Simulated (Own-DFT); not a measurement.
Simulation results for GaP (zincblende, strongly disordered by large displacements), InAs (zincblende, strongly disordered by large displacements)

All values are calculated (Own-DFT development build). A calculation, not a measurement: plane-wave PBE density functional theory by an unreviewed code, no spin, of a simulated periodic cell, stress positive in tension, free energy of the whole cell less one offset for each atom, forces on such cells passed a denser k mesh, this cell's mesh not checked; broken bonds can close the gap or carry spin, so checks made on this kind of crystal may not hold here; offsets are fitted by least squares, one for each functional and potential file, so energies compare only between cells with the same atoms and settings and are not formation energies; the far tail of each file's local potential was reset to the Coulomb form; each entry is a single point on an unrelaxed cell, so the pressure reflects the starting lattice, mostly measured values (interpolated for alloys), from which strain is counted, and rises with the displacements; printed positions are rounded, which can move forces by about a meV/angstrom; the program, named Own-DFT, is a retired in-house code; no spin-orbit coupling.

Settings shared by all entries: functional PBE; potential files PseudoDojo norm-conserving, scalar-relativistic, standard set; wave cutoff 42 hartree; occupations Fermi-Dirac; smearing width 0.1 eV; k mesh 3 x 3 x 3 centred on Gamma.

(1) GaP (zincblende, strongly disordered by large displacements)

```xyz
64
Lattice="10.9010 0.0000 0.0000 0.0000 10.9010 0.0000 0.0000 0.0000 10.9010" Properties=species:S:1:pos:R:3 GaP
Ga    10.8120     0.1012    10.6805
Ga    10.8078     2.8944     2.8548
Ga     2.8378     0.2201     2.5704
Ga     2.2322     2.6356     0.0851
P      1.1970     0.9991     1.3464
P      1.3158     3.8550     4.2211
P      4.4406     1.4974     4.1202
P      4.0485     4.2622     1.6093
Ga    10.7304     0.2553     5.5565
Ga     0.0370     2.7521     8.2808
Ga     2.7977    10.5053     8.3663
Ga     3.0590     2.7686     5.3544
P      1.2835     1.1811     6.6692
P      1.5355     3.9483     9.4738
P      4.2697     1.6281     9.3192
P      3.9370     4.0188     6.7806
Ga     0.3096     5.3773    10.8275
Ga    10.7696     7.8645     2.6689
Ga     2.7546     5.3647     2.7005
Ga     2.6960     8.3662    10.8286
P      1.1191     6.7579     1.1590
P      1.2426     9.4016     3.9066
P      3.6088     6.7891     3.8119
P      3.9867     9.6733     1.3188
Ga    10.4982     5.2034     5.4823
Ga     0.2376     8.4138     8.5586
Ga     3.0916     5.7014     8.0846
Ga     2.3709     8.0721     5.4897
P      1.2706     6.7546     6.8052
P      1.4301     9.6778     9.5885
P      4.1573     6.6582     9.5092
P      4.2049     9.7890     6.7481
Ga     5.4164     0.4364    10.5673
Ga     5.3763     2.9256     2.7391
Ga     8.1401    10.8775     2.7067
Ga     8.1210     2.7430     0.0745
P      6.6618     1.3658     1.1998
P      6.6964     4.3195     3.9479
P      9.3092     1.4667     4.0539
P      9.4660     4.1660     1.5896
Ga     5.6593     0.2532     5.4048
Ga     5.6775     2.9587     8.1252
Ga     8.3307     0.0731     8.2153
Ga     7.7611     2.7980     4.9689
P      6.8747     1.0791     7.2414
P      6.8705     4.2418     9.5835
P      9.7637     1.5088     9.7315
P      9.9912     3.8974     6.9375
Ga     5.3139     5.1317     0.1432
Ga     5.3353     7.6686     2.6648
Ga     8.0553     5.2282     2.7613
Ga     8.3037     8.3525     0.0856
P      7.0763     6.7361     1.3889
P      7.0420     9.4518     3.8591
P      9.5115     6.7137     3.9543
P      9.4355     9.7219     1.4800
Ga     5.2145     5.1794     5.0438
Ga     5.6026     7.9803     7.9958
Ga     8.0532     5.1378     8.1808
Ga     8.0172     8.2860     5.2848
P      6.9627     6.3233     6.9618
P      6.6342     9.7484     9.2282
P      9.3225     6.6788     8.9883
P      9.4133     9.3413     6.5188
```

```
hardware                          : one NVIDIA H100
free energy of cell above offsets : -1.152 eV
pressure                          : 9.89 GPa
stress xx                         : -9.82 GPa
stress yy                         : -9.16 GPa
stress zz                         : -10.7 GPa
stress yz                         : 1.18 GPa
stress xz                         : -1.62 GPa
stress xy                         : -0.43 GPa
wall time                         : 598.8 s
```

Force:
| element | x (eV/Å) | y (eV/Å) | z (eV/Å) |
| --- | --- | --- | --- |
| Ga | 1.303 | -4.14 | 3.239 |
| Ga | -0.349 | -2.311 | -0.875 |
| Ga | 0.184 | -1.489 | 2.165 |
| Ga | 2.719 | -1.432 | 1.123 |
| P | -0.326 | 3.209 | 1.149 |
| P | 1.393 | 1.924 | -0.046 |
| P | -2.351 | -0.61 | -1.287 |
| P | -0.094 | -4.115 | -2.819 |
| Ga | -2.654 | -3.174 | -2.567 |
| Ga | 3.114 | -3.273 | 1.258 |
| Ga | 3.336 | 4.394 | -4.037 |
| Ga | -3.309 | -2.246 | -0.695 |
| P | 3.633 | 2.036 | 3.142 |
| P | 0.006 | 2.543 | -1.144 |
| P | -4.542 | 0.924 | -0.366 |
| P | 2.92 | 1.54 | 1.278 |
| Ga | -3.735 | -2.56 | -3.101 |
| Ga | 1.183 | 2.719 | -0.839 |
| Ga | -6.467 | -1.003 | -0.281 |
| Ga | 0.715 | -2.254 | 1.467 |
| P | 3.631 | 2.786 | 2.169 |
| P | 0.046 | 1.38 | 0.399 |
| P | 3.071 | 3.195 | 4.66 |
| P | 2.343 | -0.934 | -0.858 |
| Ga | 2.634 | 3.267 | -2.787 |
| Ga | -4.251 | -4.871 | -5.032 |
| Ga | -4.188 | -2.051 | -3.105 |
| Ga | 1.528 | 2.153 | -1.043 |
| P | -0.47 | -0.713 | 2.016 |
| P | -1.289 | 0.911 | 3.976 |
| P | 2.266 | 3.33 | 3.709 |
| P | -0.452 | -2.971 | -0.783 |
| Ga | 0.389 | -3.681 | 1.265 |
| Ga | 1.465 | -1.294 | -1.554 |
| Ga | -0.709 | 3.077 | -0.478 |
| Ga | 0.682 | 0.438 | 0.433 |
| P | 1.08 | 0.742 | 2.405 |
| P | -0.567 | -2.222 | -0.169 |
| P | 0.954 | -0.254 | -0.355 |
| P | 1.602 | -1.251 | -3.493 |
| Ga | 1.625 | -2.394 | 1.105 |
| Ga | -0.432 | -0.706 | -1.01 |
| Ga | 4.076 | -2.951 | 1.419 |
| Ga | 1.421 | -2.309 | 3.525 |
| P | -3.323 | 4.34 | -4.031 |
| P | -1.731 | -2.786 | 3.185 |
| P | -4.312 | 2.593 | -2.903 |
| P | -6.322 | 0.385 | -0.473 |
| Ga | 1.883 | 2.814 | -1.537 |
| Ga | 0.899 | 2.282 | -0.861 |
| Ga | 2.427 | 3.901 | -1.213 |
| Ga | -1.173 | -0.863 | -2.166 |
| P | -2.088 | -0.027 | -1.092 |
| P | -5.11 | 0.199 | 0.004 |
| P | -2.212 | -1.422 | 2.484 |
| P | 3.027 | -1.791 | -2.106 |
| Ga | -3.416 | 3.309 | 3.877 |
| Ga | -0.297 | 0.579 | -0.074 |
| Ga | 4.741 | -1.975 | -1.325 |
| Ga | 0.877 | -3.828 | 1.409 |
| P | -3.821 | 4.179 | -5.473 |
| P | 0.997 | -1.058 | 1.92 |
| P | 3.158 | 3.259 | 3.873 |
| P | 2.661 | 2.551 | 3.324 |

(2) InAs (zincblende, strongly disordered by large displacements)

```xyz
64
Lattice="12.1166 0.0000 0.0000 0.0000 12.1166 0.0000 0.0000 0.0000 12.1166" Properties=species:S:1:pos:R:3 InAs
In     0.4068    11.6992     0.5792
In     0.3703     3.2730     3.3936
In     2.9306     0.3542     3.5820
In     2.7530     2.7216     0.3022
As     1.3714     1.3227     2.1643
As     1.2511     4.6623     4.8605
As     4.6460     1.4008     4.4876
As     4.5701     3.7748     1.6268
In    11.8336    12.0119     5.8178
In     0.1746     2.9905     8.5036
In     2.8746     0.1229     9.4152
In     3.0910     2.7080     5.9610
As     1.4900     0.8105     6.7543
As     1.3303     4.3831    11.1296
As     4.5771     0.9894    10.9384
As     4.3235     4.6803     7.8526
In    11.9808     6.2812     0.0657
In     0.0868     8.8137     2.9480
In     3.6690     5.7962     2.9883
In     2.9578     8.5902     0.0676
As     1.5677     7.7920     1.6749
As     1.0041    10.2734     4.7309
As     4.0377     7.7464     4.0939
As     4.0926    10.9715     1.3984
In    11.7457     5.9325     5.8203
In    11.9930     9.7409     9.3128
In     2.8709     6.0895     8.8626
In     2.8223     9.0147     6.2331
As     1.2629     7.2825     7.8897
As     1.5122    10.7648    10.3774
As     4.3955     7.1982    10.8798
As     4.0716    10.4928     7.2910
In     6.2398    12.0084    12.0456
In     5.8558     2.6181     3.0003
In     9.2944    12.1094     3.1315
In     9.0018     3.2456    11.5996
As     7.2251     1.3371     1.5564
As     7.5480     4.3354     4.3249
As    10.1203     1.5346     4.4651
As    10.3509     4.4999     0.8399
In     5.9403    11.8885     5.6613
In     5.9950     2.9283     9.1469
In     8.8209     0.1219     9.3765
In     8.8748     3.2987     5.7472
As     7.4757     1.7357     8.0320
As     7.4948     4.4745    10.5816
As    10.9076     1.5071    10.8820
As    11.1320     4.9576     7.7783
In     6.2441     6.2740     0.3319
In     6.0102     9.1586     3.3552
In     8.9731     6.4807     2.6943
In     9.4857     8.4225     0.6400
As     7.3580     7.7498     1.8951
As     7.2343    10.4513     4.6041
As    10.7988     7.7383     4.5691
As    11.0027    10.4359     1.5536
In     6.0956     6.3293     6.0833
In     5.5798     9.1660     9.2804
In     8.8331     5.5880     9.2382
In     9.3211     8.6805     5.9327
As     8.0479     7.9574     7.5800
As     7.3297    10.4397    10.7290
As    10.7004     7.3094    10.5671
As    10.5716    10.4229     7.7613
```

```
hardware                          : one NVIDIA H200
free energy of cell above offsets : 20.036 eV
pressure                          : 12.96 GPa
stress xx                         : -14.91 GPa
stress yy                         : -11.91 GPa
stress zz                         : -12.06 GPa
stress yz                         : -1.07 GPa
stress xz                         : -1.63 GPa
stress xy                         : 1.3 GPa
wall time                         : 1274 s
```

Force:
| element | x (eV/Å) | y (eV/Å) | z (eV/Å) |
| --- | --- | --- | --- |
| In | 3.319 | 3.245 | -3.9 |
| In | -3.767 | -3.046 | -3.768 |
| In | -2.651 | -5.897 | -1.159 |
| In | -0.316 | -1.043 | -0.912 |
| As | -1.497 | 1.642 | -2.286 |
| As | 6.272 | 0.922 | 0.864 |
| As | 1.669 | 1.631 | 4.1 |
| As | -2.037 | 5.109 | -3.285 |
| In | -6.261 | -1.154 | -1.137 |
| In | 1.184 | -2.655 | 1.652 |
| In | 2.179 | 2.444 | -4.058 |
| In | -0.696 | 1.983 | 1.636 |
| As | 4.911 | 3.333 | 4.222 |
| As | 0.318 | -0.078 | -1.924 |
| As | -2.869 | 4.389 | -1.702 |
| As | 3.371 | -3.571 | -2.922 |
| In | 2.882 | -1.222 | 2.325 |
| In | -1.657 | 2.366 | 2.003 |
| In | -1.596 | -3.285 | -1.646 |
| In | 1.354 | 4.175 | -1.316 |
| As | 1.265 | -5.525 | -0.768 |
| As | 2.569 | 0.113 | -0.32 |
| As | 0.781 | 2.637 | 3.065 |
| As | 0.181 | -1.107 | 0.531 |
| In | -0.569 | 2.562 | -0.175 |
| In | -0.983 | -5.258 | 0.641 |
| In | 0.409 | -0.629 | 4.571 |
| In | -3.809 | -4.275 | -2.265 |
| As | -3.526 | 3.849 | -2.527 |
| As | 1.084 | -1.483 | 6.053 |
| As | 1.124 | -0.7 | -2.02 |
| As | 4.16 | 4.084 | 3.648 |
| In | 0.344 | -1.643 | 2.873 |
| In | 4.731 | 0.778 | 2.081 |
| In | -3.12 | -4.022 | -4.155 |
| In | 2.152 | -6.301 | 1.431 |
| As | 4.061 | -0.135 | -0.486 |
| As | -3.737 | 3.957 | -3.408 |
| As | 3.774 | 3.315 | 3.124 |
| As | 2.169 | 2.049 | 4.849 |
| In | -2.099 | 2.002 | 5.167 |
| In | -5.041 | 2.437 | 2.665 |
| In | 1.568 | -1.004 | 0.714 |
| In | 2.737 | -2.366 | 5.173 |
| As | 3.365 | -2.646 | -5.176 |
| As | -8.055 | 1.223 | 1.472 |
| As | -0.361 | -0.241 | -0.945 |
| As | -3.693 | -0.513 | 2.949 |
| In | -1.017 | -2.301 | -1.404 |
| In | -4.965 | -1.695 | -3.533 |
| In | 4.841 | -5.693 | 3.084 |
| In | 0.675 | 1.274 | -2.431 |
| As | -3.184 | 3.421 | -1.79 |
| As | 8.383 | 0.234 | 0.935 |
| As | 0.55 | -2.197 | -3.545 |
| As | -6.046 | -1.98 | 2.137 |
| In | 0.045 | -0.268 | -0.021 |
| In | -0.006 | 0.087 | -0.711 |
| In | 4.336 | 4.331 | -4.511 |
| In | -0.498 | 4.623 | -0.369 |
| As | -4.622 | -3.14 | 4.754 |
| As | 2.462 | -2.412 | -1.361 |
| As | -2.297 | 2.776 | -2.623 |
| As | -4.252 | 2.493 | -4.155 |
